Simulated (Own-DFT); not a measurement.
# Point defects and the pressure they add: zincblende GaAs

No measurement is shown. These are fixed-geometry runs of a retired plane-wave code named Own-DFT, which no person has reviewed; spin and spin-orbit coupling are neglected.

Method: PBE; PseudoDojo norm-conserving scalar-relativistic files; cutoff 42 hartree; 3 x 3 x 3 k mesh centred on Gamma; Fermi-Dirac smearing of 0.1 eV.

Limits (not all hold for every row): not probed for a lower state with spin; forces not confirmed at this smearing and k mesh; stress not checked against mesh or cutoff.

All runs share one cell, with vectors in Å (11.737, 0.000, 0.000); (0.000, 11.737, 0.000); (0.000, 0.000, 10.919) and a volume of 1504.3 Å³, strained against the parent crystal. The atoms are randomly displaced, by u rms on each axis. The defect's site can differ from row to row.

```
cell,formula,u (Å),P (GPa)
no defect,As32Ga32,0.0304,0.79
no defect,As32Ga32,0.0309,0.78
no defect,As32Ga32,0.0514,1.02
one In on a Ga site,As32Ga31In,0.0282,1.32
one In on a Ga site,As32Ga31In,0.0505,1.63
one In on a Ga site,As32Ga31In,0.0513,1.64
one As vacancy and one Ga vacancy,As31Ga31,0.0320,0.51
one As vacancy and one Ga vacancy,As31Ga31,0.0323,0.51
one As vacancy and one Ga vacancy,As31Ga31,0.0439,0.69
one P on an As site,As31Ga32P,0.0287,0.49
one P on an As site,As31Ga32P,0.0476,0.74
one P on an As site,As31Ga32P,0.0500,0.73
one Al on a Ga site,AlAs32Ga31,0.0287,0.73
one Al on a Ga site,AlAs32Ga31,0.0295,?
one Al on a Ga site,AlAs32Ga31,0.0477,1.03
one Al on a Ga site,AlAs32Ga31,0.0507,1.15
```

## Fit

P = P0 + c u² + a shift for each defect gives P0 = 0.60 GPa, c = 175 ± 13 GPa/Å² and a scatter of 0.04 GPa. The shifts, and each times the cell's volume:

- one In on a Ga site: 0.58 ± 0.03 GPa, 5.5 eV
- one Al on a Ga site: 0.04 ± 0.03 GPa, 0.4 eV (not resolved)
- one As vacancy and one Ga vacancy: -0.27 ± 0.03 GPa, -2.5 eV
- one P on an As site: -0.27 ± 0.03 GPa, -2.6 eV

Against the defect-free cell, a freed cell would be larger where the shift is positive and smaller where it is negative (160.2 GPa Å³ is 1 eV). The atoms around the defects weren't relaxed, which would change these numbers.

## Test on the hidden row

The question: what pressure belongs in the blank (one Al on a Ga site, u = 0.0295 Å)?

The fitted form gives 0.79 ± 0.05 GPa. DFT gave 0.74 GPa.
